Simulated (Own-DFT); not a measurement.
# One host, several defects: grey tin

No measurement is shown. These are fixed-geometry runs of a retired plane-wave code named Own-DFT, which no person has reviewed; spin and spin-orbit coupling are neglected.

Common settings: PBE; PseudoDojo norm-conserving scalar-relativistic files; cutoff 42 hartree; 3 x 3 x 3 k mesh centred on Gamma; cold (Marzari-Vanderbilt) smearing of 0.2 eV.

Limits (not all hold for every row): not probed for a lower state with spin; forces on such cells moved up to 12 meV/angstrom on a denser k mesh; stress not checked against mesh or cutoff.

All runs share one cell, with vectors in Å (12.978, 0.000, 0.000); (0.000, 12.978, 0.000); (0.000, 0.000, 12.978) and a volume of 2185.9 Å³. Atoms were moved at random from their sites; u is the rms move along one axis. The defect's site can differ from row to row.

| cell | formula | u (Å) | P (GPa) |
|---|---|---|---|
| no defect | Sn64 | 0.0196 | 3.38 |
| no defect | Sn64 | 0.0491 | 3.62 |
| no defect | Sn64 | 0.0495 | 3.66 |
| two Sn vacancies | Sn62 | 0.0317 | 3.12 |
| two Sn vacancies | Sn62 | 0.0496 | 3.16 |
| two Sn vacancies | Sn62 | 0.0505 | 3.34 |
| one Sn vacancy | Sn63 | 0.0297 | ? |
| one Sn vacancy | Sn63 | 0.0318 | 3.25 |
| one Sn vacancy | Sn63 | 0.0464 | 3.38 |
| one Sn vacancy | Sn63 | 0.0521 | 3.45 |

## Worked fit

P = P0 + c u² + a shift for each defect gives P0 = 3.35 GPa, c = 116 ± 23 GPa/Å² and a scatter of 0.06 GPa. The shifts, and each times the cell's volume:

- one Sn vacancy: -0.22 ± 0.05 GPa, -3.0 eV
- two Sn vacancies: -0.38 ± 0.05 GPa, -5.1 eV (-2.6 eV for each of its 2 sites)

Against the defect-free cell, a freed cell would be larger where the shift is positive and smaller where it is negative (160.2 GPa Å³ is 1 eV). The atoms around the defects weren't relaxed, which would change these numbers.

## Withheld run

Asked: what pressure belongs in the blank (one Sn vacancy, u = 0.0297 Å)?

The fit gives 3.23 ± 0.07 GPa. The calculation gave 3.25 GPa.
